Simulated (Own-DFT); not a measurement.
Simulation results for Ti₂₀Si₃₉ (C49 TiSi2 crystal with one vacancy, atoms displaced)

Computed with Own-DFT development build. A calculation, not a measurement: plane-wave density functional theory by an unreviewed code, no spin, of a simulated periodic cell, stress positive in tension, run twice, with PBE and with PBEsol, both on files made for PBE, so the change isn't that of files made for PBEsol, forces on such cells moved up to 12 meV/angstrom on a denser k mesh; the far tail of each file's local potential was reset to the Coulomb form; each entry is a single point on an unrelaxed cell, so the pressure reflects the starting lattice, taken from the Materials Project, from which strain is counted, and rises with the displacements; printed positions are rounded, which can move forces by about a meV/angstrom; the program, named Own-DFT, is a retired in-house code; no spin-orbit coupling; stress was not checked against mesh or cutoff.

```cif
# cell vector a (Å): 5.2953 -6.7593 3.5652
# cell vector b (Å): 7.0604 0.0000 -7.1303
# cell vector c (Å): 5.2953 6.7593 3.5652
data_Ti20Si39
_symmetry_space_group_name_H-M 'P 1'
_symmetry_Int_Tables_number 1
_cell_length_a 9.2973
_cell_length_b 10.0345
_cell_length_c 9.2973
_cell_angle_alpha 82.631
_cell_angle_beta 93.274
_cell_angle_gamma 82.631
_cell_volume 850.71
loop_
_atom_site_label
_atom_site_type_symbol
_atom_site_fract_x
_atom_site_fract_y
_atom_site_fract_z
_atom_site_occupancy
Ti1 Ti 0.94345 0.92707 0.16140 1
Ti2 Ti 0.85005 0.88000 0.64076 1
Si1 Si 0.60666 0.91336 0.48129 1
Si2 Si 0.19431 0.87541 0.31546 1
Si3 Si 0.89344 0.02008 0.39133 1
Si4 Si 0.89520 0.76840 0.39339 1
Ti3 Ti 0.94208 0.41818 0.14401 1
Ti4 Ti 0.85065 0.36695 0.65282 1
Si5 Si 0.60869 0.41605 0.49054 1
Si6 Si 0.19836 0.38664 0.31962 1
Si7 Si 0.89919 0.52241 0.39491 1
Si8 Si 0.89204 0.26040 0.40254 1
Ti5 Ti 0.74383 0.72674 0.94881 1
Ti6 Ti 0.65706 0.68583 0.43129 1
Si9 Si 0.42096 0.72712 0.28943 1
Si10 Si 0.98962 0.68948 0.11097 1
Si11 Si 0.70325 0.81737 0.19542 1
Si12 Si 0.69105 0.58104 0.19624 1
Ti7 Ti 0.54538 0.01448 0.75411 1
Ti8 Ti 0.45643 0.96822 0.26442 1
Si13 Si 0.20416 0.02674 0.09761 1
Si14 Si 0.79453 0.97007 0.91281 1
Si15 Si 0.49176 0.13264 0.00523 1
Si16 Si 0.49333 0.87474 0.99767 1
Ti9 Ti 0.74177 0.23436 0.94392 1
Ti10 Ti 0.65784 0.16532 0.45896 1
Si17 Si 0.41270 0.22366 0.28099 1
Si18 Si 0.98997 0.18161 0.10837 1
Si19 Si 0.69074 0.30412 0.20344 1
Si20 Si 0.70334 0.06859 0.18881 1
Ti11 Ti 0.54269 0.53375 0.74772 1
Ti12 Ti 0.44595 0.47365 0.25341 1
Si21 Si 0.20566 0.51951 0.09188 1
Si22 Si 0.79417 0.46916 0.90942 1
Si23 Si 0.50506 0.62066 0.99968 1
Si24 Si 0.49026 0.38499 0.99168 1
Ti13 Ti 0.36375 0.81968 0.54808 1
Ti14 Ti 0.26547 0.77266 0.03759 1
Si25 Si 0.00767 0.82421 0.88490 1
Si26 Si 0.59027 0.77074 0.71150 1
Si27 Si 0.30518 0.92457 0.79794 1
Si28 Si 0.31151 0.68323 0.79332 1
Ti15 Ti 0.34722 0.32145 0.53976 1
Ti16 Ti 0.24863 0.28272 0.05772 1
Si29 Si 0.01603 0.31697 0.88504 1
Si30 Si 0.60708 0.27405 0.71099 1
Si31 Si 0.28936 0.43090 0.80166 1
Si32 Si 0.29700 0.17663 0.78835 1
Ti17 Ti 0.15110 0.63333 0.35087 1
Ti18 Ti 0.06463 0.56318 0.84823 1
Si33 Si 0.80318 0.61792 0.68303 1
Si34 Si 0.38296 0.56748 0.50259 1
Si35 Si 0.09115 0.72594 0.59348 1
Si36 Si 0.10429 0.47936 0.60480 1
Ti19 Ti 0.13567 0.12261 0.34947 1
Ti20 Ti 0.06925 0.08160 0.85157 1
Si37 Si 0.39722 0.06829 0.50500 1
Si38 Si 0.10218 0.23126 0.60728 1
Si39 Si 0.09554 0.96708 0.60399 1
_calc_functional 'PBE, then PBEsol'
_calc_potential_files 'PseudoDojo norm-conserving, scalar-relativistic, standard set'
_calc_wave_cutoff 42  # hartree
_calc_occupations 'cold (Marzari-Vanderbilt)'
_calc_smearing_width 0.2  # eV
_calc_k_mesh '4 x 4 x 4 centred on Gamma'
_calc_rms_change_of_force_components_from_PBE_to_PBEsol ?
```

## Withheld values
1. Give the missing rms change of force components from PBE to PBEsol for Ti₂₀Si₃₉ (C49 TiSi2 crystal with one vacancy, atoms displaced).

Calculated values
1. 0.022 eV/Å

Further results for Ti₂₀Si₃₉ (C49 TiSi2 crystal with one vacancy, atoms displaced):

- PBE pressure: 2.97 GPa
- PBE stress xx: -3.84 GPa
- PBE stress yy: -1.73 GPa
- PBE stress zz: -3.33 GPa
- PBE stress yz: 0.23 GPa
- PBE stress xz: -0.01 GPa
- PBE stress xy: -0.11 GPa
- PBEsol pressure: -0.3 GPa
- PBEsol stress xx: -0.53 GPa
- PBEsol stress yy: 1.76 GPa
- PBEsol stress zz: -0.34 GPa
- PBEsol stress yz: 0.24 GPa
- PBEsol stress xz: -0.01 GPa
- PBEsol stress xy: -0.12 GPa

Force:
```csv
force element,PBE force x (eV/Å),PBE force y (eV/Å),PBE force z (eV/Å),PBEsol force x (eV/Å),PBEsol force y (eV/Å),PBEsol force z (eV/Å)
Ti,-0.215,-1.733,-0.218,-0.209,-1.723,-0.212
Ti,-0.667,0.506,0.987,-0.698,0.499,1.009
Si,2.827,0.322,0.309,2.784,0.277,0.314
Si,-0.127,-0.211,-0.133,-0.121,-0.16,-0.117
Si,0.981,0.777,0.599,0.967,0.759,0.611
Si,0.908,-0.13,0.013,0.908,-0.125,0
Ti,1.808,0.804,-0.297,1.786,0.763,-0.287
Ti,0.356,-0.797,-0.92,0.383,-0.772,-0.929
Si,0.548,0.016,-0.483,0.533,-0.033,-0.491
Si,-2.308,0.033,-0.206,-2.273,0.063,-0.189
Si,-0.261,0.137,0.501,-0.267,0.138,0.504
Si,1.02,-0.141,-0.281,1.029,-0.142,-0.277
Ti,-0.079,-0.333,0.769,-0.081,-0.333,0.757
Ti,-1.033,1.45,2.52,-1.023,1.444,2.482
Si,-1.324,0.596,-0.248,-1.296,0.559,-0.244
Si,-1.066,-0.33,1.336,-1.046,-0.277,1.336
Si,0.225,-0.006,-1.029,0.236,0,-1.031
Si,-0.422,-0.52,1.319,-0.421,-0.51,1.34
Ti,1.011,-0.389,-0.75,0.972,-0.369,-0.739
Ti,-1.338,-1.635,-2.104,-1.325,-1.597,-2.069
Si,0.154,-0.434,0.447,0.154,-0.482,0.436
Si,0.25,-0.751,-1.529,0.24,-0.698,-1.553
Si,-0.531,-0.49,0.26,-0.534,-0.487,0.251
Si,0.928,-0.418,0.15,0.918,-0.421,0.155
Ti,0.139,0.961,1.942,0.175,0.979,1.932
Ti,-1.125,0.175,-0.894,-1.15,0.168,-0.922
Si,0.54,0.661,0.746,0.538,0.635,0.733
Si,-0.866,0.069,0.464,-0.852,0.121,0.458
Si,1.111,-0.226,-1.072,1.123,-0.229,-1.096
Si,-0.319,0.712,-0.09,-0.328,0.695,-0.063
Ti,-0.727,-0.434,1.335,-0.704,-0.439,1.333
Ti,0.049,-1.429,-0.207,0.039,-1.387,-0.213
Si,1.09,0.35,-1.02,1.07,0.295,-1.018
Si,0.242,-0.377,-1.098,0.232,-0.332,-1.079
Si,-0.012,0.195,-0.551,-0.009,0.19,-0.58
Si,-0.023,-0.123,0.91,-0.022,-0.126,0.923
Ti,-0.886,1.556,-0.517,-0.873,1.509,-0.509
Ti,-0.185,2.082,-0.313,-0.185,2.075,-0.314
Si,0.423,-0.323,-0.029,0.414,-0.388,-0.024
Si,0.304,-0.484,-0.296,0.309,-0.431,-0.307
Si,-0.172,0.131,-0.548,-0.156,0.131,-0.554
Si,-0.913,0.632,0.12,-0.917,0.619,0.13
Ti,1.497,1.182,1.393,1.493,1.157,1.369
Ti,-1.453,-1.077,0.337,-1.446,-1.057,0.315
Si,0.216,0.444,-0.786,0.223,0.399,-0.786
Si,-1.522,-0.398,-0.029,-1.497,-0.361,0.01
Si,0.289,-1.228,1.031,0.295,-1.201,1.019
Si,1.134,-0.254,0.801,1.13,-0.254,0.818
Ti,-0.877,0.326,-0.045,-0.869,0.313,-0.031
Ti,0.06,1.305,-2.183,0.053,1.3,-2.157
Si,0.907,-0.231,0.179,0.89,-0.276,0.173
Si,1.28,-0.317,0.062,1.256,-0.278,0.053
Si,0.588,0.04,0.344,0.584,0.042,0.348
Si,-1.19,-0.258,-0.302,-1.189,-0.251,-0.306
Ti,1.427,-0.683,0.305,1.397,-0.709,0.298
Ti,-2.002,0.925,0.904,-1.956,0.91,0.912
Si,0.209,0.347,-0.727,0.205,0.38,-0.719
Si,-1.513,-0.205,-0.368,-1.525,-0.207,-0.372
Si,0.632,-0.371,-0.811,0.638,-0.366,-0.831
```
